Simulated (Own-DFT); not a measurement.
# Computed records: Hf₃₂O₆₃ (monoclinic hafnia with one vacancy, atoms displaced)

All values are calculated (Own-DFT development build). A calculation, not a measurement: plane-wave density functional theory by an unreviewed code, no spin, of a simulated periodic cell, stress positive in tension, run twice, with PBE and with PBEsol, both on files made for PBE, so the change isn't that of files made for PBEsol, defect cell not probed for a lower state with spin; hafnium file: forces about 75 meV/angstrom off all-electron values; oxygen file: force components 24 meV/angstrom off all-electron in one glass; forces on such cells passed a denser k mesh, this cell's mesh not checked; the far tail of each file's local potential was reset to the Coulomb form; each entry is a single point on an unrelaxed cell, so the pressure reflects the starting lattice, mostly measured values (interpolated for alloys), from which strain is counted, and rises with the displacements; printed positions are rounded, which can move forces by about a meV/angstrom; the program, named Own-DFT, is a retired in-house code; no spin-orbit coupling; stress was not checked against mesh or cutoff.

Settings shared by all entries: functional PBE, then PBEsol; potential files PseudoDojo norm-conserving, scalar-relativistic, standard set; wave cutoff 72 hartree; occupations Fermi-Dirac; smearing width 0.1 eV; k mesh 2 x 2 x 2 centred on Gamma.

(1) Hf₃₂O₆₃ (monoclinic hafnia with one vacancy, atoms displaced)

```
CELL_PARAMETERS angstrom
10.23400 0.00000 0.00000
0.00000 10.35000 0.00000
-1.69550 0.00000 10.44530
ATOMIC_POSITIONS crystal
Hf 0.13447 0.01696 0.09766
Hf 0.35822 0.27576 0.14518
Hf 0.36739 0.48331 0.39952
Hf 0.13975 0.23433 0.34750
O 0.03909 0.15828 0.17274
O 0.47136 0.41845 0.07665
O 0.45917 0.34297 0.32644
O 0.04531 0.08401 0.42532
O 0.22134 0.37359 0.23668
O 0.28213 0.13029 0.01103
O 0.27733 0.11989 0.25352
O 0.22184 0.37540 0.48981
Hf 0.14045 0.02798 0.59902
Hf 0.36270 0.26675 0.64403
Hf 0.36820 0.47621 0.89549
Hf 0.14002 0.22837 0.85875
O 0.04236 0.16905 0.67420
O 0.45245 0.41514 0.58100
O 0.45767 0.33084 0.82503
O 0.03992 0.08116 0.92513
O 0.21384 0.38856 0.74121
O 0.27746 0.13424 0.52012
O 0.27493 0.12511 0.74882
O 0.22681 0.37141 0.99389
Hf 0.13336 0.52331 0.11057
Hf 0.35937 0.76294 0.14158
Hf 0.36108 0.97716 0.38799
Hf 0.14685 0.73015 0.35677
O 0.04365 0.66067 0.17658
O 0.46182 0.91363 0.08099
O 0.45135 0.82575 0.32171
O 0.04102 0.58432 0.42497
O 0.23381 0.87932 0.24474
O 0.27021 0.63209 0.00444
O 0.28026 0.61930 0.26386
O 0.22074 0.87533 0.49198
Hf 0.13436 0.52000 0.61430
Hf 0.36102 0.77192 0.63781
Hf 0.35671 0.98008 0.89153
Hf 0.12924 0.72359 0.84670
O 0.03177 0.66737 0.67732
O 0.46345 0.91897 0.57905
O 0.46543 0.83358 0.82753
O 0.04104 0.58302 0.92771
O 0.22769 0.88327 0.74169
O 0.27540 0.62712 0.50701
O 0.27204 0.62035 0.76263
O 0.22625 0.86879 0.99086
Hf 0.65067 0.01281 0.10103
Hf 0.86253 0.26965 0.14483
Hf 0.86256 0.47889 0.39696
Hf 0.64616 0.23290 0.34817
O 0.53139 0.17070 0.17748
O 0.95531 0.41727 0.07380
O 0.96202 0.33696 0.32838
O 0.53718 0.08282 0.43249
O 0.72055 0.37544 0.23025
O 0.77193 0.12316 0.01369
O 0.77852 0.13376 0.25925
O 0.73791 0.36794 0.49673
Hf 0.64069 0.01959 0.60585
Hf 0.86100 0.27256 0.64995
Hf 0.86566 0.48016 0.89582
Hf 0.63738 0.24152 0.85863
O 0.53293 0.16624 0.67514
O 0.96063 0.41090 0.57950
O 0.95911 0.33548 0.82828
O 0.54555 0.08480 0.92597
O 0.72620 0.37786 0.74009
O 0.78161 0.11830 0.51645
O 0.77555 0.12492 0.75956
O 0.72812 0.37197 0.00163
Hf 0.64352 0.51858 0.10290
Hf 0.86848 0.76528 0.15069
Hf 0.86180 0.97250 0.39776
Hf 0.63809 0.73460 0.34550
O 0.53801 0.66070 0.18018
O 0.95665 0.91489 0.08051
O 0.95926 0.83398 0.32209
O 0.53593 0.57827 0.41870
O 0.73461 0.88225 0.24714
O 0.76841 0.62661 0.01141
O 0.77299 0.62556 0.26735
O 0.73405 0.86843 0.49165
Hf 0.63398 0.52362 0.60630
Hf 0.87145 0.77897 0.64238
Hf 0.86452 0.98111 0.89272
Hf 0.63440 0.72626 0.85313
O 0.53722 0.66741 0.67675
O 0.95824 0.90938 0.57221
O 0.95886 0.83107 0.82284
O 0.52806 0.59053 0.91120
O 0.72357 0.87465 0.74747
O 0.77134 0.62009 0.76702
O 0.72678 0.87288 0.98640
```

```
PBE pressure                                      : 6.28 GPa
PBE stress xx                                     : -6.79 GPa
PBE stress yy                                     : -5.9 GPa
PBE stress zz                                     : -6.16 GPa
PBE stress yz                                     : -0.16 GPa
PBE stress xz                                     : -0.42 GPa
PBE stress xy                                     : -0.17 GPa
PBEsol pressure                                   : -0.11 GPa
PBEsol stress xx                                  : -0.38 GPa
PBEsol stress yy                                  : 0.44 GPa
PBEsol stress zz                                  : 0.27 GPa
PBEsol stress yz                                  : -0.17 GPa
PBEsol stress xz                                  : -0.08 GPa
PBEsol stress xy                                  : -0.16 GPa
rms change of force components from PBE to PBEsol : 0.057 eV/Å
```

Force:
```csv
force element,PBE force x (eV/Å),PBE force y (eV/Å),PBE force z (eV/Å),PBEsol force x (eV/Å),PBEsol force y (eV/Å),PBEsol force z (eV/Å)
Hf,1.483,-0.532,1.61,1.451,-0.453,1.547
Hf,1.388,-0.81,0.407,1.342,-0.759,0.421
Hf,-1.339,-0.932,0,-1.292,-0.951,0.025
Hf,0.198,-0.368,1.578,0.204,-0.391,1.513
O,-1.263,1.219,-0.168,-1.214,1.205,-0.124
O,-0.412,-0.051,-0.523,-0.404,-0.032,-0.564
O,1.52,-1.38,-0.186,1.453,-1.338,-0.238
O,-1.255,-0.221,-0.922,-1.197,-0.227,-0.829
O,-0.753,0.923,-0.033,-0.681,0.878,-0.04
O,-0.688,-0.261,-0.927,-0.743,-0.256,-0.91
O,-0.214,0.025,0.816,-0.271,0.03,0.789
O,-0.591,-0.418,-0.358,-0.518,-0.405,-0.346
Hf,0.061,-0.331,1.005,0.109,-0.238,0.954
Hf,-0.7,0.525,0.007,-0.681,0.528,0.025
Hf,-1.706,1.148,0.238,-1.664,1.083,0.253
Hf,0.563,0.913,-1.132,0.566,0.846,-1.137
O,-1.272,0.235,0.408,-1.22,0.242,0.449
O,2.388,1.691,-0.073,2.323,1.663,-0.129
O,0.775,-0.13,0.711,0.759,-0.131,0.652
O,-0.49,0.074,-0.695,-0.468,0.055,-0.619
O,0.601,-1.704,1.012,0.631,-1.653,0.98
O,0.282,-0.96,-2.532,0.2,-0.942,-2.429
O,-0.273,-0.436,2.523,-0.331,-0.422,2.444
O,-0.233,-0.089,-0.588,-0.156,-0.105,-0.571
Hf,2.205,-2.121,-1.48,2.161,-2.022,-1.48
Hf,0.63,1.053,-0.479,0.604,1.099,-0.428
Hf,0.818,1.199,1.304,0.791,1.098,1.288
Hf,-0.535,-0.167,0.495,-0.487,-0.227,0.471
O,-2.035,2.051,0.514,-1.976,2.008,0.544
O,1.041,0.312,-0.389,0.991,0.297,-0.435
O,1.899,0.007,1.471,1.833,0.003,1.37
O,-1.186,0.02,-0.166,-1.145,0.001,-0.123
O,-2.05,-0.395,-1.312,-1.924,-0.404,-1.26
O,0.179,-0.862,0.955,0.105,-0.832,0.941
O,-0.458,0.073,-0.628,-0.511,0.095,-0.599
O,0.305,-0.65,-0.71,0.369,-0.64,-0.702
Hf,0.929,-0.601,-2.209,0.938,-0.562,-2.169
Hf,0.131,0.365,1.89,0.126,0.426,1.874
Hf,1.768,-0.405,0.836,1.703,-0.466,0.837
Hf,2.343,1.417,2.103,2.292,1.316,2.032
O,0.094,-0.874,-1.015,0.111,-0.824,-0.921
O,-0.091,-0.576,-0.464,-0.106,-0.563,-0.497
O,-0.572,0.508,-0.259,-0.564,0.477,-0.305
O,-1.57,-0.62,-0.265,-1.524,-0.62,-0.218
O,-0.56,-0.317,-0.682,-0.464,-0.302,-0.664
O,0.027,1.14,0.95,-0.03,1.126,0.914
O,0.251,0.429,-0.716,0.162,0.409,-0.696
O,-0.845,0.354,-0.543,-0.751,0.366,-0.524
Hf,-3.106,0.954,-0.08,-2.995,0.978,-0.141
Hf,0.135,-0.752,0.204,0.085,-0.685,0.225
Hf,0.405,0.732,0.797,0.479,0.57,0.746
Hf,-2.494,-0.81,0.661,-2.414,-0.843,0.572
O,0.945,-0.74,-0.067,0.927,-0.663,0.001
O,1.698,0.583,0.961,1.641,0.587,0.885
O,0.629,-0.656,-0.676,0.591,-0.64,-0.703
O,0.274,0.498,-1.435,0.275,0.447,-1.341
O,0.186,0.759,1.539,0.234,0.721,1.486
O,1.902,1.367,-0.383,1.788,1.32,-0.358
O,0.272,-1.779,0.505,0.197,-1.703,0.476
O,-1.606,0.167,-1.404,-1.478,0.168,-1.366
Hf,-0.784,0.399,0.637,-0.765,0.455,0.584
Hf,0.222,-1.569,-0.621,0.201,-1.478,-0.589
Hf,-0.785,0.681,-0.309,-0.767,0.608,-0.269
Hf,-0.443,-2.396,-0.598,-0.438,-2.402,-0.616
O,0.79,-0.029,0.16,0.764,-0.006,0.188
O,1.609,1.704,-0.099,1.559,1.67,-0.135
O,1.381,-0.859,0.526,1.325,-0.835,0.459
O,-1.264,-0.167,-0.459,-1.203,-0.165,-0.398
O,-0.951,0.479,0.344,-0.859,0.453,0.335
O,0.177,0.901,-0.569,0.109,0.865,-0.545
O,0.044,-0.432,0.943,-0.009,-0.418,0.914
O,-0.377,-0.459,-2.199,-0.31,-0.444,-2.127
Hf,-1.389,0.56,0.533,-1.343,0.559,0.509
Hf,-0.688,0.271,-0.903,-0.669,0.344,-0.829
Hf,0.533,2.436,-0.102,0.493,2.299,-0.058
Hf,-1.247,-0.58,2.062,-1.252,-0.577,1.882
O,-0.404,0.065,-1.449,-0.379,0.088,-1.352
O,1.303,0.385,-0.412,1.26,0.384,-0.451
O,2.172,-1.01,0.8,2.082,-0.999,0.728
O,1.344,1.046,0.945,1.275,1.002,0.963
O,-1.141,-0.184,-1.13,-1.045,-0.201,-1.084
O,0.978,0.453,0.452,0.886,0.421,0.442
O,1.105,-0.89,-0.256,1.014,-0.858,-0.257
O,-1.578,-0.642,-0.503,-1.442,-0.594,-0.499
Hf,0.394,-0.002,-0.064,0.258,-0.01,0.01
Hf,-4.323,-2.69,1.056,-4.159,-2.455,1.154
Hf,-1.836,-0.461,-0.166,-1.825,-0.51,-0.135
Hf,0.954,1.874,0.197,0.931,1.779,0.155
O,-0.674,-0.159,-1.503,-0.631,-0.16,-1.413
O,3.527,2.673,-0.407,3.393,2.605,-0.456
O,0.781,0.601,0.93,0.752,0.572,0.83
O,-0.431,-1.776,1.546,-0.417,-1.743,1.532
O,0.494,1.078,-1.431,0.552,1.055,-1.39
O,0.697,-0.619,-0.835,0.59,-0.623,-0.795
O,-0.216,-0.474,0.882,-0.159,-0.423,0.865
```

(2) Hf₃₂O₆₃ (monoclinic hafnia with one vacancy, atoms displaced)

```
CELL_PARAMETERS angstrom
10.23400 0.00000 0.00000
0.00000 10.35000 0.00000
-1.69550 0.00000 10.44530
ATOMIC_POSITIONS crystal
Hf 0.13686 0.02588 0.10585
Hf 0.36052 0.26786 0.14602
Hf 0.36591 0.47864 0.40010
Hf 0.13971 0.23781 0.35524
O 0.03876 0.17103 0.17679
O 0.46218 0.41183 0.07917
O 0.46541 0.32954 0.32199
O 0.03019 0.08473 0.42067
O 0.22105 0.37947 0.24083
O 0.27171 0.12512 0.00626
O 0.27753 0.12140 0.26341
O 0.23137 0.37106 0.49909
Hf 0.14800 0.02356 0.60076
Hf 0.35720 0.26397 0.64172
Hf 0.37323 0.48275 0.89492
Hf 0.14502 0.22443 0.85099
O 0.02926 0.16818 0.66727
O 0.46210 0.41507 0.57501
O 0.46607 0.33475 0.83243
O 0.03672 0.08522 0.91161
O 0.22381 0.37493 0.74068
O 0.28190 0.13206 0.50706
O 0.27496 0.12426 0.75693
O 0.22249 0.37383 0.99423
Hf 0.13807 0.52248 0.10273
Hf 0.36891 0.77196 0.14207
Hf 0.36499 0.98867 0.39773
Hf 0.13320 0.73442 0.35719
O 0.03430 0.66890 0.16542
O 0.46100 0.91271 0.07499
O 0.46312 0.83521 0.33020
O 0.03958 0.58397 0.42853
O 0.22455 0.88083 0.23627
O 0.26769 0.63082 0.01276
O 0.27492 0.61257 0.26149
O 0.21695 0.87557 0.49821
Hf 0.13394 0.52747 0.60663
Hf 0.35786 0.76825 0.64912
Hf 0.36151 0.98137 0.90056
Hf 0.13714 0.72914 0.85660
O 0.03901 0.66793 0.68244
O 0.46187 0.91586 0.57367
O 0.46126 0.84203 0.82495
O 0.04470 0.57272 0.91453
O 0.22269 0.88181 0.74455
O 0.27526 0.62961 0.51450
O 0.27754 0.62300 0.75839
Hf 0.63835 0.01600 0.10396
Hf 0.85719 0.27481 0.14762
Hf 0.86329 0.47377 0.39438
Hf 0.64502 0.23639 0.35901
O 0.52394 0.16610 0.17598
O 0.96274 0.41403 0.07145
O 0.97031 0.33134 0.32406
O 0.53996 0.08501 0.42181
O 0.72482 0.37871 0.23082
O 0.77156 0.13183 0.00203
O 0.78211 0.12135 0.26568
O 0.73059 0.37959 0.49196
Hf 0.64135 0.01571 0.60697
Hf 0.86034 0.27188 0.64538
Hf 0.86051 0.48716 0.89121
Hf 0.64381 0.22606 0.85383
O 0.53801 0.15511 0.67338
O 0.95356 0.41745 0.57374
O 0.96862 0.33421 0.82449
O 0.53232 0.08640 0.91978
O 0.72373 0.38158 0.74231
O 0.77858 0.13542 0.51800
O 0.77831 0.11635 0.76226
O 0.71440 0.37982 0.98688
Hf 0.64162 0.52156 0.10817
Hf 0.86779 0.76947 0.14926
Hf 0.86170 0.97563 0.40683
Hf 0.63524 0.73732 0.36128
O 0.54198 0.65872 0.17650
O 0.95496 0.91095 0.07920
O 0.96210 0.83036 0.32503
O 0.53008 0.58923 0.42396
O 0.72403 0.88081 0.24287
O 0.77258 0.62093 0.00805
O 0.78134 0.62711 0.26249
O 0.72285 0.87013 0.48172
Hf 0.63381 0.51628 0.59787
Hf 0.86877 0.77367 0.64493
Hf 0.85968 0.98430 0.90230
Hf 0.64036 0.72521 0.85350
O 0.53616 0.66303 0.67391
O 0.96193 0.91880 0.57817
O 0.95474 0.84019 0.82692
O 0.53429 0.58525 0.92678
O 0.72132 0.87798 0.73881
O 0.78186 0.62967 0.50893
O 0.78135 0.62360 0.76071
O 0.73050 0.86052 0.99173
```

```
PBE pressure                                      : 4.73 GPa
PBE stress xx                                     : -4.58 GPa
PBE stress yy                                     : -4.67 GPa
PBE stress zz                                     : -4.93 GPa
PBE stress yz                                     : 0.14 GPa
PBE stress xz                                     : 0.07 GPa
PBE stress xy                                     : -0.68 GPa
PBEsol pressure                                   : -1.66 GPa
PBEsol stress xx                                  : 1.82 GPa
PBEsol stress yy                                  : 1.67 GPa
PBEsol stress zz                                  : 1.47 GPa
PBEsol stress yz                                  : 0.1 GPa
PBEsol stress xz                                  : 0.41 GPa
PBEsol stress xy                                  : -0.68 GPa
rms change of force components from PBE to PBEsol : 0.048 eV/Å
```

Force:
```csv
force element,PBE force x (eV/Å),PBE force y (eV/Å),PBE force z (eV/Å),PBEsol force x (eV/Å),PBEsol force y (eV/Å),PBEsol force z (eV/Å)
Hf,-0.562,-0.688,-0.059,-0.583,-0.532,0.003
Hf,-0.748,1.332,-0.56,-0.71,1.353,-0.505
Hf,-1.032,-0.015,-1.6,-1.007,-0.054,-1.531
Hf,0.372,-1.087,-0.341,0.37,-1.095,-0.385
O,-0.307,-0.508,-0.929,-0.269,-0.489,-0.851
O,0.863,1.03,-0.202,0.832,1.016,-0.249
O,0.114,1.03,1.487,0.104,0.981,1.399
O,1.104,0.186,0.463,1.079,0.163,0.513
O,0.059,-0.501,0.657,0.108,-0.508,0.646
O,0.226,-0.041,0.749,0.158,-0.055,0.722
O,-0.369,0.281,-0.444,-0.413,0.283,-0.431
O,-0.927,-0.04,-1.004,-0.824,-0.053,-0.978
Hf,-2.371,0.339,0.734,-2.298,0.36,0.689
Hf,1.159,1.749,2.056,1.085,1.754,2.014
Hf,-2.211,-1.785,0.644,-2.133,-1.812,0.666
Hf,-1.753,2.712,0.134,-1.712,2.613,0.101
O,1.343,-0.742,-0.146,1.312,-0.709,-0.088
O,1.017,-0.377,0.643,0.989,-0.333,0.562
O,0.494,-0.738,-1.063,0.471,-0.708,-1.064
O,-0.941,-1.302,1.607,-0.912,-1.263,1.615
O,0.225,0.667,-0.692,0.278,0.625,-0.687
O,-0.62,-0.51,0.023,-0.66,-0.508,0.042
O,0.625,-0.734,-0.493,0.544,-0.697,-0.495
O,0.391,-0.785,-0.669,0.429,-0.761,-0.64
Hf,0.261,-1.455,0.169,0.282,-1.393,0.135
Hf,-1.721,-1.653,1.14,-1.616,-1.617,1.218
Hf,0.635,-1.436,-0.525,0.641,-1.423,-0.481
Hf,1.655,-0.824,-0.9,1.595,-0.851,-0.899
O,0.392,-0.025,0.769,0.374,-0.003,0.803
O,1.517,1.06,0.188,1.474,1.043,0.149
O,-0.021,0.109,-0.404,-0.005,0.093,-0.437
O,-0.633,-0.015,-0.602,-0.605,-0.023,-0.523
O,-0.105,-0.141,-0.109,-0.048,-0.123,-0.113
O,1.161,1.261,-0.276,1.055,1.23,-0.266
O,-0.269,1.2,0.332,-0.324,1.158,0.322
O,0.413,-0.632,-1.179,0.441,-0.6,-1.13
Hf,0.658,-1.973,0.511,0.66,-1.861,0.463
Hf,0.976,0.891,0.128,0.937,0.907,0.157
Hf,-0.355,-0.671,-1.311,-0.223,-0.634,-1.335
Hf,0.154,0.574,0.92,0.119,0.376,0.755
O,-0.633,0.364,-1.056,-0.603,0.372,-0.975
O,0.168,-0.15,0.296,0.158,-0.115,0.243
O,1.123,-1.234,0.14,1.059,-1.213,0.098
O,-0.922,0.716,0,-0.893,0.712,0.055
O,-0.372,0.115,0.032,-0.29,0.106,0.024
O,-0.063,0.204,-0.264,-0.129,0.196,-0.234
O,-0.184,-0.036,0.57,-0.245,-0.012,0.543
Hf,-0.574,1.03,0.414,-0.57,1.039,0.379
Hf,1.628,-0.572,-1.747,1.588,-0.496,-1.671
Hf,0.589,2.248,-0.153,0.564,2.163,-0.093
Hf,-1.356,-1.687,-1.026,-1.335,-1.701,-1.029
O,2.769,-1.951,-0.318,2.694,-1.87,-0.271
O,-0.318,0.076,0.686,-0.323,0.094,0.637
O,-1.47,1.285,0.413,-1.444,1.23,0.354
O,0.159,0.167,0.013,0.142,0.15,0.054
O,-0.273,-0.253,2.132,-0.199,-0.256,2.078
O,0.104,-0.096,1.869,0.041,-0.11,1.795
O,-0.9,0.482,-0.546,-0.937,0.494,-0.523
O,-1.493,-1.037,-1.284,-1.387,-1.009,-1.255
Hf,-0.69,0.444,-0.015,-0.684,0.494,-0.016
Hf,0.929,0.14,2.051,0.921,0.18,2.014
Hf,0.787,-2.154,0.517,0.75,-2.144,0.523
Hf,-1.175,1.308,-0.278,-1.14,1.222,-0.274
O,-0.83,1.226,0.071,-0.785,1.191,0.108
O,2.05,0.899,0.181,1.973,0.886,0.113
O,-0.522,0.127,-0.004,-0.52,0.112,-0.06
O,0.237,-0.43,1.029,0.236,-0.438,1.046
O,-0.246,-0.203,-0.691,-0.171,-0.202,-0.675
O,-0.589,-0.987,-1.167,-0.626,-0.963,-1.131
O,-0.152,0.46,-0.268,-0.219,0.449,-0.246
O,0.732,-1.369,-0.129,0.766,-1.327,-0.119
Hf,-0.285,-0.376,-0.894,-0.254,-0.333,-0.91
Hf,-2.156,-1.284,-0.527,-2.098,-1.207,-0.484
Hf,0.831,1.574,-2.452,0.814,1.499,-2.377
Hf,0.588,-1.839,-1.8,0.588,-1.823,-1.783
O,-1.509,1.739,0.184,-1.462,1.719,0.206
O,2.738,2.796,-0.247,2.647,2.732,-0.284
O,0.206,0.567,1.182,0.204,0.52,1.102
O,0.468,-0.315,0.284,0.458,-0.335,0.331
O,-0.374,0.214,-0.43,-0.313,0.205,-0.409
O,0.588,0.929,0.193,0.503,0.885,0.166
O,-0.219,-1.14,0.432,-0.268,-1.113,0.415
O,-0.166,0.78,2.118,-0.1,0.766,2.052
Hf,0.591,1.22,1.337,0.568,1.229,1.278
Hf,-1.442,-0.795,0.939,-1.409,-0.73,0.957
Hf,0.714,-0.868,-1.268,0.685,-0.895,-1.242
Hf,-0.176,0.712,-0.277,-0.144,0.646,-0.29
O,-0.326,0.139,0.072,-0.311,0.148,0.118
O,1.011,0.113,0.35,0.957,0.108,0.278
O,1.652,-1.2,0.193,1.592,-1.183,0.123
O,0.45,0.967,-0.184,0.451,0.91,-0.146
O,-0.085,-0.303,-0.232,-0.025,-0.292,-0.234
O,-0.623,0.149,0.253,-0.667,0.141,0.246
O,-0.452,0.355,-0.424,-0.5,0.347,-0.381
O,-1.401,0.99,-0.114,-1.301,0.975,-0.111
```
